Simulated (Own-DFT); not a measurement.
# PBE against PBEsol on the same cells

These are calculations, not measurements. They come from Own-DFT, an in-house plane-wave density functional program, since retired, whose code no person has reviewed. Each row is one single-point run on a periodic cell that was not relaxed, without spin or spin-orbit coupling.

Known limits, some of them of some rows only: forces on such cells failed a check on a denser k mesh; forces on such cells moved up to 12 meV/angstrom on a denser k mesh; forces on such cells passed a denser k mesh, each cell not checked; stress not checked against mesh or cutoff.

Each cell was run twice at the same cutoff, k mesh and smearing, with PBE and with PBEsol, on PseudoDojo norm-conserving files made for PBE. Atoms were moved at random from their sites; u is the rms move along one axis. Files made for PBEsol would give a somewhat different change.

```
cell,atoms,volume (Å³/atom),u (Å),cutoff (hartree),P with PBE (GPa),P with PBEsol (GPa),change (GPa)
C49 TiSi2 (Si40Ti20),60,14.07,0.046,42,4.23,0.87,-3.36
C49 TiSi2 (Si40Ti20),60,14.22,0.047,42,2.77,-0.54,-3.31
C49 TiSi2 (Si40Ti20),60,14.18,0.018,42,2.05,-1.28,-3.32
D0_22 TiAl3 with two Al vacancies (Al28Ti10),38,16.46,0.028,42,1.29,-0.54,-1.83
D0_22 TiAl3 with two Al vacancies (Al28Ti10),38,16.46,0.048,42,1.52,-0.32,-1.83
D0_22 TiAl3 with two Al vacancies (Al28Ti10),38,16.46,0.049,42,1.57,?,?
diamond-structure SiGe in ordered layers (Ge8Si56),64,20.34,0.026,42,2.17,0.67,-1.50
diamond-structure SiGe in ordered layers (Ge8Si56),64,20.34,0.060,42,2.93,1.42,-1.51
diamond-structure SiGe in ordered layers (Ge8Si56),64,20.34,0.061,42,2.98,1.46,-1.52
diamond-structure SiGeSn with randomly placed atoms (Ge44Si16Sn4),64,22.58,0.076,49,4.93,2.26,-2.68
diamond-structure SiGeSn with randomly placed atoms (Ge44Si16Sn4),64,21.91,0.052,49,7.03,4.20,-2.83
diamond-structure SiGeSn with randomly placed atoms (Ge44Si16Sn4),64,22.58,0.031,49,4.04,1.38,-2.67
```

## Worked reading

Mean change of pressure by composition, in GPa: Si2Ti, -3.33; Ge11Si4Sn, -2.72; Al14Ti5, -1.83; GeSi7, -1.51. At a fixed cell PBEsol gives the lower pressure, because it favours a smaller volume than PBE. Here the change varies more between materials than between cells of one material.

## Withheld value

Question: what PBEsol pressure should the Al28Ti10 cell with the blank give?

Adding the mean change of the cells with its composition, -1.83 GPa, to 1.57 gives -0.3 GPa. The calculation gave -0.26 GPa.
